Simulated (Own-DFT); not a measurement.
# Strain and stress in wurtzite AlN, 72 atoms (Al36N36)

Calculated results; nothing here was measured. They come from Own-DFT, an in-house plane-wave density functional program, since retired, whose code no person has reviewed. Each row is one single-point run on a periodic cell that was not relaxed, without spin or spin-orbit coupling.

Settings of every run: PBE; PseudoDojo norm-conserving scalar-relativistic files; cutoff 42 hartree; 4 x 4 x 3 k mesh centred on Gamma; Gaussian smearing of 0.01 eV.

Known limits: k mesh not checked against a denser one; stress not checked against mesh or cutoff.

Unstrained cell vectors in Å: (9.336, 0.000, 0.000); (-4.668, 8.085, 0.000); (0.000, 0.000, 9.964). The unstrained cell has measured lattice constants (interpolated for alloys), not those of this functional. That, the random moves and any unrelaxed bonds set the pressure at no strain. Each run strains this cell uniformly, with the atoms carried along. Every atom was also moved at random, by a Gaussian of width 0.05 Å on each axis. Strain is the symmetric tensor, in per cent. Stress is positive in tension, and the pressure is minus a third of its trace.

```
run,e_xx (%),e_yy (%),e_zz (%),s_xx (GPa),s_yy (GPa),s_zz (GPa),P (GPa),E (meV/atom)
1,0.00,0.00,-1.00,-5.21,-4.70,-13.11,7.67,15.5
2,0.00,0.00,2.50,-2.44,-3.90,4.18,0.72,1.4
3,0.00,0.00,1.25,-4.59,-5.29,-0.06,3.32,13.9
4,0.00,0.00,0.75,-5.23,-5.33,-3.96,4.84,32.7
5,0.00,0.00,0.25,-5.02,-4.60,-3.94,4.52,0.0
6,0.00,0.00,-2.00,-8.47,-6.54,-16.99,10.67,44.0
7,0.00,0.00,-1.75,-6.14,-6.68,-14.90,9.24,12.8
8,0.00,0.00,3.00,-2.64,-4.28,7.15,-0.08,13.3
9,0.00,0.00,-0.75,?,?,?,?,?
```

E is the free energy for each atom above the lowest run shown.

## Worked fit

The change of volume is close to e_xx + e_yy + e_zz. A straight line through the runs shown gives P = 5.88 - 205 x (fractional change of volume) GPa, with an error of 10 on the slope and a scatter of 0.52 GPa. The strain isn't the same on all axes and the cell isn't cubic, so the slope belongs to this path and is not the bulk modulus.

## Withheld run

Question: what pressure should run 9 give? Its volume changes by -0.75 %.

The line gives 7.4 GPa. The calculation gave 7.89 GPa.
